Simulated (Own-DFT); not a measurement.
# Which defects push the lattice out? zincblende GaAs

Everything here is calculated. The program is Own-DFT (plane waves, in-house, since retired, never reviewed by a person); positions were held fixed, and spin and spin-orbit coupling were off.

Common settings: PBE; PseudoDojo norm-conserving scalar-relativistic files; cutoff 42 hartree; 3 x 3 x 3 k mesh centred on Gamma; Fermi-Dirac smearing of 0.1 eV.

Caveats (not all hold for every row): not probed for a lower state with spin; forces not confirmed at this smearing and k mesh; stress not checked against mesh or cutoff.

All runs share one cell, with vectors in Å (10.862, 0.000, 0.000); (0.000, 10.862, 0.000); (0.000, 0.000, 11.796) and a volume of 1391.7 Å³, strained against the parent crystal. u is the rms random offset of the atoms per axis. The defect's site can differ from row to row.

| cell | formula | u (Å) | P (GPa) |
|---|---|---|---|
| no defect | As32Ga32 | 0.0277 | 6.65 |
| no defect | As32Ga32 | 0.0308 | 6.70 |
| no defect | As32Ga32 | 0.0515 | 7.06 |
| one In on a Ga site | As32Ga31In | 0.0250 | 7.38 |
| one In on a Ga site | As32Ga31In | 0.0298 | 7.43 |
| one In on a Ga site | As32Ga31In | 0.0305 | 7.40 |
| one In on a Ga site | As32Ga31In | 0.0329 | ? |
| one P on an As site | As31Ga32P | 0.0263 | 6.32 |
| one P on an As site | As31Ga32P | 0.0288 | 6.36 |
| one P on an As site | As31Ga32P | 0.0464 | 6.69 |
| one As vacancy and one Ga vacancy | As31Ga31 | 0.0289 | 6.06 |
| one As vacancy and one Ga vacancy | As31Ga31 | 0.0311 | 6.01 |
| one As vacancy and one Ga vacancy | As31Ga31 | 0.0540 | 6.19 |
| one Al on a Ga site | AlAs32Ga31 | 0.0292 | 6.62 |
| one Al on a Ga site | AlAs32Ga31 | 0.0309 | 6.72 |
| one Al on a Ga site | AlAs32Ga31 | 0.0511 | 7.19 |

## Fit

P = P0 + c u² + a shift for each defect gives P0 = 6.52 GPa, c = 196 ± 32 GPa/Å² and a scatter of 0.09 GPa. The shifts, and each times the cell's volume:

- one In on a Ga site: 0.73 ± 0.08 GPa, 6.3 eV
- one Al on a Ga site: 0.04 ± 0.07 GPa, 0.3 eV (not resolved)
- one P on an As site: -0.30 ± 0.07 GPa, -2.6 eV
- one As vacancy and one Ga vacancy: -0.74 ± 0.07 GPa, -6.4 eV

Against the defect-free cell, a freed cell would be larger where the shift is positive and smaller where it is negative (160.2 GPa Å³ is 1 eV). The atoms around the defects weren't relaxed, which would change these numbers.

## Check

The question: what pressure belongs in the blank (one In on a Ga site, u = 0.0329 Å)?

From the fit: 7.46 ± 0.11 GPa. DFT gave 7.46 GPa.
